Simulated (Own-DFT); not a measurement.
# A layer strained by its substrate: wurtzite AlN, 72 atoms (Al36N36)

Calculated, not measured: single-point runs of Own-DFT, a retired in-house plane-wave DFT program that no person has reviewed, on unrelaxed cells, without spin or spin-orbit coupling.

Common settings: PBE; PseudoDojo norm-conserving scalar-relativistic files; cutoff 42 hartree; 3 x 3 x 2 k mesh centred on Gamma; Fermi-Dirac smearing of 0.1 eV.

Caveats: forces on such cells moved up to 12 meV/angstrom on a denser k mesh; stress not checked against mesh or cutoff.

Unstrained cell vectors in Å: (9.336, 0.000, 0.000); (-4.668, 8.085, 0.000); (0.000, 0.000, 9.964). The unstrained cell has measured lattice constants (interpolated for alloys), not those of this functional. That, the random moves and any unrelaxed bonds set the pressure at no strain. Each run strains x and y alike by e, as a substrate would, and holds the height along z. Each atom got a random Gaussian move of width 0.05 Å along each axis. Stress is positive in tension.

| e (%) | u (Å) | (s_xx + s_yy)/2 (GPa) | s_zz (GPa) |
|---|---|---|---|
| -2.75 | 0.048 | -23.39 | -10.74 |
| -1.75 | 0.052 | -16.90 | -7.81 |
| -1.50 | 0.051 | -14.17 | -9.33 |
| -1.00 | 0.053 | -12.92 | -8.01 |
| -0.50 | 0.050 | ? | ? |
| -0.25 | 0.047 | -7.17 | -4.81 |
| 1.25 | 0.053 | -0.34 | -2.32 |
| 1.50 | 0.049 | 1.96 | -1.97 |
| 1.75 | 0.048 | 4.14 | -3.83 |
| 2.00 | 0.050 | 4.88 | -2.68 |

## Working it out

With e as a fraction, the in-plane stress is -6.2 + 577 e - 1387 e² GPa (errors 17 and 1372, scatter 0.79), and s_zz is -5.6 + 179 e GPa (slope ± 22, scatter 1.08). At e = 0 the first slope is C11 + C12 and the second 2 C13, both with the ions held to the strained lattice and at the cell's own pressure. A free layer would change its height as e changes, and the in-plane slope would drop by 2 C13²/C33 to the biaxial modulus. At fixed height, a misfit of 1 % moves the in-plane stress by about 5.8 GPa and s_zz by 1.8 GPa.

## Check

Question: what are the two stresses at e = -0.50 %?

Estimate: -9.2 and -6.5 GPa. Computed: -8.42 and -6.92 GPa.
